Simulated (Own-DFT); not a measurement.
AlGa3N4 (wurtzite random alloy, strained, atoms displaced) (calculated)

All values are calculated (Own-DFT development build). A calculation, not a measurement: plane-wave PBE density functional theory by an unreviewed code, no spin, of a simulated periodic cell, stress positive in tension, free energy of the whole cell less one offset for each atom, forces on such cells passed a denser k mesh, this cell's mesh not checked; offsets are fitted by least squares, one for each functional and potential file, so energies compare only between cells with the same atoms and settings and are not formation energies; the far tail of each file's local potential was reset to the Coulomb form; each entry is a single point on an unrelaxed cell, so the pressure reflects the starting lattice, mostly measured values, from which strain is counted, and rises with the displacements; printed positions are rounded, which can move forces by about a meV/angstrom; the program is a retired in-house code; no spin-orbit coupling.

Common to all runs: functional PBE; potential files PseudoDojo norm-conserving, scalar-relativistic, standard set with the stringent files for Ga; wave cutoff 96 hartree; occupations Gaussian; smearing width 0.01 eV; k mesh 4 x 4 x 3 centred on Gamma.

(1) 
```cif
# cell vector a (Å): 9.6043 0.0000 0.0000
# cell vector b (Å): -4.8022 8.3176 0.0000
# cell vector c (Å): 0.0000 0.0000 10.2685
data_AlGa3N4
_symmetry_space_group_name_H-M 'P 1'
_symmetry_Int_Tables_number 1
_cell_length_a 9.6043
_cell_length_b 9.6044
_cell_length_c 10.2685
_cell_angle_alpha 90.000
_cell_angle_beta 90.000
_cell_angle_gamma 120.000
_cell_volume 820.30
loop_
_atom_site_label
_atom_site_type_symbol
_atom_site_fract_x
_atom_site_fract_y
_atom_site_fract_z
_atom_site_occupancy
Ga1 Ga 0.11501 0.22559 0.00343 1
Ga2 Ga 0.23763 0.11274 0.24584 1
N1 N 0.10707 0.22350 0.18959 1
N2 N 0.21141 0.10853 0.44510 1
Ga3 Ga 0.11450 0.22112 0.49740 1
Al1 Al 0.21655 0.11085 0.75411 1
N3 N 0.10216 0.21766 0.68762 1
N4 N 0.21954 0.10944 0.93815 1
Al2 Al 0.10535 0.54912 0.99999 1
Ga4 Ga 0.22285 0.45719 0.24858 1
N5 N 0.10828 0.55387 0.18947 1
N6 N 0.22856 0.44889 0.43692 1
Ga5 Ga 0.10851 0.55777 0.50130 1
Ga6 Ga 0.22439 0.44221 0.74702 1
N7 N 0.11105 0.54750 0.69003 1
N8 N 0.22387 0.44462 0.92687 1
Ga7 Ga 0.10460 0.89460 0.99109 1
Al3 Al 0.22490 0.77412 0.25284 1
N9 N 0.11561 0.88374 0.18319 1
N10 N 0.22885 0.77263 0.43746 1
Ga8 Ga 0.10110 0.87452 0.50279 1
Ga9 Ga 0.22981 0.78750 0.75239 1
N11 N 0.10924 0.88105 0.68212 1
N12 N 0.22436 0.77784 0.93754 1
Ga10 Ga 0.45200 0.22880 0.99969 1
Ga11 Ga 0.55206 0.10799 0.24313 1
N13 N 0.44404 0.22427 0.19211 1
N14 N 0.55178 0.11348 0.43549 1
Ga12 Ga 0.44267 0.22418 0.49912 1
Ga13 Ga 0.55366 0.11097 0.74102 1
N15 N 0.44839 0.23007 0.69331 1
N16 N 0.54569 0.10544 0.93626 1
Ga14 Ga 0.43926 0.55686 0.00351 1
Al4 Al 0.54189 0.43058 0.24946 1
N17 N 0.44092 0.54771 0.18937 1
N18 N 0.55407 0.44390 0.43780 1
Ga15 Ga 0.43961 0.56212 0.49809 1
Al5 Al 0.56216 0.45452 0.74671 1
N19 N 0.44801 0.56109 0.68079 1
N20 N 0.56247 0.44792 0.93495 1
Ga16 Ga 0.45170 0.88827 0.00673 1
Ga17 Ga 0.55780 0.78016 0.25278 1
N21 N 0.44789 0.89503 0.19190 1
N22 N 0.54550 0.77609 0.43654 1
Ga18 Ga 0.43370 0.88556 0.49838 1
Ga19 Ga 0.56394 0.77836 0.75072 1
N23 N 0.44345 0.89508 0.69142 1
N24 N 0.54977 0.77673 0.93762 1
Ga20 Ga 0.77472 0.21429 0.99567 1
Al6 Al 0.88637 0.10395 0.25035 1
N25 N 0.77824 0.21998 0.19177 1
N26 N 0.89215 0.11295 0.42834 1
Ga21 Ga 0.76829 0.21724 0.51008 1
Ga22 Ga 0.88858 0.11001 0.74728 1
N27 N 0.78543 0.22739 0.69052 1
N28 N 0.88726 0.12221 0.93345 1
Ga23 Ga 0.76557 0.55528 0.99539 1
Ga24 Ga 0.88766 0.43704 0.24681 1
N29 N 0.77540 0.56162 0.18312 1
N30 N 0.89368 0.45320 0.44036 1
Ga25 Ga 0.77022 0.55405 0.50247 1
Al7 Al 0.88716 0.44637 0.75751 1
N31 N 0.77638 0.55553 0.68320 1
N32 N 0.88262 0.43318 0.95096 1
Ga26 Ga 0.77555 0.89212 0.00201 1
Al8 Al 0.88521 0.77576 0.24912 1
N33 N 0.76568 0.87991 0.18901 1
N34 N 0.88898 0.77504 0.44157 1
Al9 Al 0.76648 0.87734 0.50832 1
Ga27 Ga 0.89413 0.77824 0.74731 1
N35 N 0.77281 0.88671 0.68237 1
N36 N 0.89417 0.78687 0.93496 1
_calc_free_energy_of_cell_above_offsets '-9.735'  # eV
_calc_pressure 3.12  # GPa
_calc_stress_xx -1.73  # GPa
_calc_stress_yy -0.97  # GPa
_calc_stress_zz -6.65  # GPa
_calc_stress_yz -0.32  # GPa
_calc_stress_xz -0.02  # GPa
_calc_stress_xy -1.2  # GPa
```

Force:
```
element  x (eV/Å)  y (eV/Å)  z (eV/Å)
     Ga     -0.59     0.062    -0.503
     Ga    -3.533    -1.668     1.197
      N     0.336    -0.466     0.267
      N     2.605    -1.045    -1.284
     Ga    -1.892     0.716     -0.15
     Al     0.615     0.326    -1.347
      N     2.007    -0.145     0.264
      N     0.204      1.29    -0.655
     Al     0.121     0.855    -0.502
     Ga     0.725    -1.956     0.592
      N    -0.014     1.463    -1.139
      N    -1.236    -0.648     0.165
     Ga     0.726    -1.074     0.333
     Ga     -0.12     0.077    -1.186
      N    -1.528     0.922     0.572
      N    -0.617     0.257     2.802
     Ga      2.46    -0.944     1.577
     Al    -0.786     0.275     -1.05
      N    -0.745    -0.092     1.258
      N    -2.261     0.098    -1.058
     Ga     0.752     1.383     -1.68
     Ga     0.028    -1.763     0.083
      N    -0.123     1.712     2.106
      N    -0.457    -0.897       1.1
     Ga    -0.459    -0.805    -0.641
     Ga     0.941     1.346     1.215
      N     1.411     0.544    -1.299
      N     0.056    -0.488     0.443
     Ga    -0.568    -0.325     0.485
     Ga     0.082     0.887     1.269
      N    -1.239     0.051      0.05
      N      0.87     0.416     0.275
     Ga     0.439    -0.374    -0.795
     Al     1.062     2.704     0.589
      N     0.319     0.576     0.198
      N     -0.67     0.127    -0.924
     Ga     1.028    -0.874    -0.521
     Al    -0.569    -0.948     -0.25
      N     0.818    -0.611     1.755
      N    -2.429    -0.517    -1.193
     Ga    -1.984     0.199    -1.146
     Ga    -0.844    -0.977    -0.211
      N    -0.535     -2.12       0.2
      N     1.568     1.146     0.918
     Ga     1.515     1.449     0.759
     Ga    -1.978    -0.151    -0.162
      N     1.289    -0.863    -1.044
      N     1.369    -0.078     0.263
     Ga    -1.804     0.318     1.214
     Al    -0.187     0.689    -0.503
      N      0.32    -1.209    -0.648
      N    -0.827    -1.323     2.071
     Ga      1.19     0.781    -2.632
     Ga    -0.359    -0.004    -0.057
      N    -1.092     0.308     1.092
      N     2.034    -2.048     0.443
     Ga     2.727     1.109     1.255
     Ga    -1.142     0.929     0.613
      N    -0.515    -0.856      1.25
      N    -0.793    -1.224    -0.289
     Ga     0.927    -0.277    -1.725
     Al     0.821    -0.124    -0.529
      N     0.421    -0.448     2.616
      N    -0.017     2.164    -2.043
     Ga     0.106     0.178    -0.725
     Al     0.685    -0.043     0.015
      N     2.136     1.476     0.191
      N    -1.958     0.188    -1.062
     Al     0.451     1.293    -3.176
     Ga    -0.679    -0.154    -0.275
      N     1.011     0.353     1.174
      N    -1.621    -1.127    -0.264
```

(2) 
```cif
# cell vector a (Å): 9.6043 0.0000 0.0000
# cell vector b (Å): -4.8022 8.3176 0.0000
# cell vector c (Å): 0.0000 0.0000 10.2685
data_AlGa3N4
_symmetry_space_group_name_H-M 'P 1'
_symmetry_Int_Tables_number 1
_cell_length_a 9.6043
_cell_length_b 9.6044
_cell_length_c 10.2685
_cell_angle_alpha 90.000
_cell_angle_beta 90.000
_cell_angle_gamma 120.000
_cell_volume 820.30
loop_
_atom_site_label
_atom_site_type_symbol
_atom_site_fract_x
_atom_site_fract_y
_atom_site_fract_z
_atom_site_occupancy
Al1 Al 0.10514 0.23043 0.99804 1
Ga1 Ga 0.22581 0.09438 0.25171 1
N1 N 0.10812 0.22612 0.19464 1
N2 N 0.21497 0.10652 0.44465 1
Ga2 Ga 0.11386 0.21914 0.49742 1
Ga3 Ga 0.22363 0.10477 0.74732 1
N3 N 0.10682 0.22173 0.69266 1
N4 N 0.22532 0.11292 0.93692 1
Ga4 Ga 0.11187 0.55956 0.00242 1
Ga5 Ga 0.20524 0.43247 0.25032 1
N5 N 0.10875 0.55588 0.18226 1
N6 N 0.21809 0.44098 0.44196 1
Ga6 Ga 0.10625 0.55785 0.50267 1
Al2 Al 0.22947 0.45645 0.74546 1
N7 N 0.11374 0.55916 0.68965 1
N8 N 0.22375 0.44799 0.92697 1
Al3 Al 0.10098 0.88985 0.01191 1
Ga7 Ga 0.22496 0.78018 0.24150 1
N9 N 0.11138 0.88892 0.19242 1
N10 N 0.23127 0.78856 0.44127 1
Al4 Al 0.10814 0.89320 0.49509 1
Ga8 Ga 0.22763 0.77377 0.74838 1
N11 N 0.10799 0.89136 0.68539 1
N12 N 0.21615 0.77539 0.94336 1
Ga9 Ga 0.44268 0.23298 0.00516 1
Ga10 Ga 0.56230 0.10835 0.24966 1
N13 N 0.43973 0.22954 0.18868 1
N14 N 0.54810 0.10171 0.44994 1
Al5 Al 0.44444 0.21699 0.49554 1
Ga11 Ga 0.55564 0.11334 0.74924 1
N15 N 0.44768 0.22515 0.68425 1
N16 N 0.54996 0.10766 0.93797 1
Ga12 Ga 0.44490 0.55830 0.99018 1
Ga13 Ga 0.56213 0.43891 0.25112 1
N17 N 0.44080 0.55897 0.18913 1
N18 N 0.55749 0.45309 0.44980 1
Ga14 Ga 0.45073 0.56356 0.49756 1
Ga15 Ga 0.55827 0.43944 0.75271 1
N19 N 0.44458 0.55499 0.68746 1
N20 N 0.56249 0.44995 0.93451 1
Ga16 Ga 0.44135 0.87935 0.99680 1
Al6 Al 0.56240 0.78030 0.26215 1
N21 N 0.45346 0.89463 0.18482 1
N22 N 0.55692 0.77962 0.43005 1
Ga17 Ga 0.44995 0.89384 0.49837 1
Ga18 Ga 0.56237 0.78609 0.74326 1
N23 N 0.44541 0.89403 0.69683 1
N24 N 0.54936 0.77912 0.93859 1
Ga19 Ga 0.76828 0.20924 0.99772 1
Ga20 Ga 0.88876 0.10438 0.25368 1
N25 N 0.77559 0.22265 0.19347 1
N26 N 0.89157 0.10807 0.43881 1
Ga21 Ga 0.78094 0.23112 0.49799 1
Al7 Al 0.88339 0.10620 0.74929 1
N27 N 0.77597 0.22701 0.69781 1
N28 N 0.88665 0.10481 0.93785 1
Al8 Al 0.77334 0.55468 0.00724 1
Ga22 Ga 0.88463 0.43860 0.24662 1
N29 N 0.77672 0.56550 0.18985 1
N30 N 0.88860 0.44530 0.43750 1
Ga23 Ga 0.78635 0.55239 0.50136 1
Al9 Al 0.89030 0.44264 0.75318 1
N31 N 0.76857 0.55670 0.68831 1
N32 N 0.88572 0.43651 0.93919 1
Ga24 Ga 0.76505 0.87657 0.00327 1
Ga25 Ga 0.88759 0.77991 0.24454 1
N33 N 0.78009 0.88480 0.18813 1
N34 N 0.88773 0.77766 0.43469 1
Ga26 Ga 0.77818 0.89392 0.49485 1
Ga27 Ga 0.88853 0.78496 0.74852 1
N35 N 0.78292 0.90132 0.69341 1
N36 N 0.89344 0.77319 0.93547 1
_calc_pressure ?
```

Q: Give the missing pressure for AlGa3N4 (wurtzite random alloy, strained, atoms displaced) (entry 2).
A: 2.96 GPa

Further results for AlGa3N4 (wurtzite random alloy, strained, atoms displaced) (entry 2):

* free energy of cell above offsets: -9.762 eV
* stress xx: 0.07 GPa
* stress yy: -3.81 GPa
* stress zz: -5.14 GPa
* stress yz: -0.72 GPa
* stress xz: 0.34 GPa
* stress xy: -0.92 GPa

Force:
```
element  x (eV/Å)  y (eV/Å)  z (eV/Å)
     Al     1.147    -0.652    -0.368
     Ga    -1.606      3.05     0.738
      N     0.631    -2.368    -2.108
      N     2.275     0.052    -1.044
     Ga    -0.832     0.891     1.494
     Ga    -0.668     1.241     0.278
      N    -0.225      0.55    -0.089
      N    -1.423    -0.435     1.622
     Ga    -0.085    -0.981    -1.869
     Ga      1.57     2.637     0.592
      N    -0.399    -0.062     1.968
      N    -0.228     0.809    -0.161
     Ga     1.439     0.531    -0.598
     Al     0.001    -1.802    -0.487
      N    -0.617    -1.254     0.305
      N    -0.345    -0.651     1.147
     Al     1.388     0.511    -2.793
     Ga     1.088    -0.583     1.189
      N    -0.211      -1.1    -1.029
      N     -1.48    -0.779    -0.646
     Al     0.459    -1.098     0.951
     Ga    -1.801     1.012     0.792
      N     0.753    -1.054    -0.926
      N    -0.651     1.043    -0.017
     Ga     0.522    -1.192    -1.587
     Ga    -1.496     0.019      0.34
      N      1.47    -1.439     0.975
      N     0.298     3.116    -1.897
     Al    -1.039      1.14      1.07
     Ga    -0.545      0.42     0.471
      N    -0.242    -0.706    -0.567
      N    -0.412     0.132     0.688
     Ga    -0.298    -0.551     1.449
     Ga    -2.449     1.775     1.129
      N     0.496     0.272     0.229
      N     1.468    -2.348    -1.624
     Ga     -0.91    -0.992      0.35
     Ga    -1.069     0.222    -1.331
      N    -0.303      0.76     0.386
      N     0.115     0.199     1.697
     Ga    -1.612      1.53     0.157
     Al    -0.728      -1.1    -4.708
      N     0.305    -1.031     1.144
      N    -0.067     0.676     3.014
     Ga    -0.269    -2.035     1.256
     Ga    -0.358    -1.073     0.764
      N     0.677    -0.502     -1.51
      N     1.586    -0.538    -1.095
     Ga     0.191     0.773    -0.179
     Ga    -0.161     0.605    -0.894
      N     0.801    -0.522    -0.502
      N    -1.138     0.963     0.247
     Ga     0.374    -1.587     1.206
     Al      0.51     2.363     0.567
      N     1.462    -0.008    -1.202
      N     0.192     0.073     0.134
     Al     1.097    -0.014    -1.829
     Ga     0.077     1.474    -0.277
      N      1.22    -1.622    -0.799
      N     0.554    -0.124    -0.626
     Ga    -2.327     1.165     0.357
     Al    -0.627     0.754     0.285
      N     2.685     0.333     0.372
      N    -0.943     0.795     0.311
     Ga     0.943     0.922    -1.098
     Ga     0.473    -0.174     1.511
      N    -1.725     0.348     0.692
      N     0.699     0.365       0.6
     Ga     0.691    -0.994     1.025
     Ga     0.657    -0.821     -0.15
      N    -0.215    -1.106    -1.395
      N    -0.806    -0.226     1.901
```
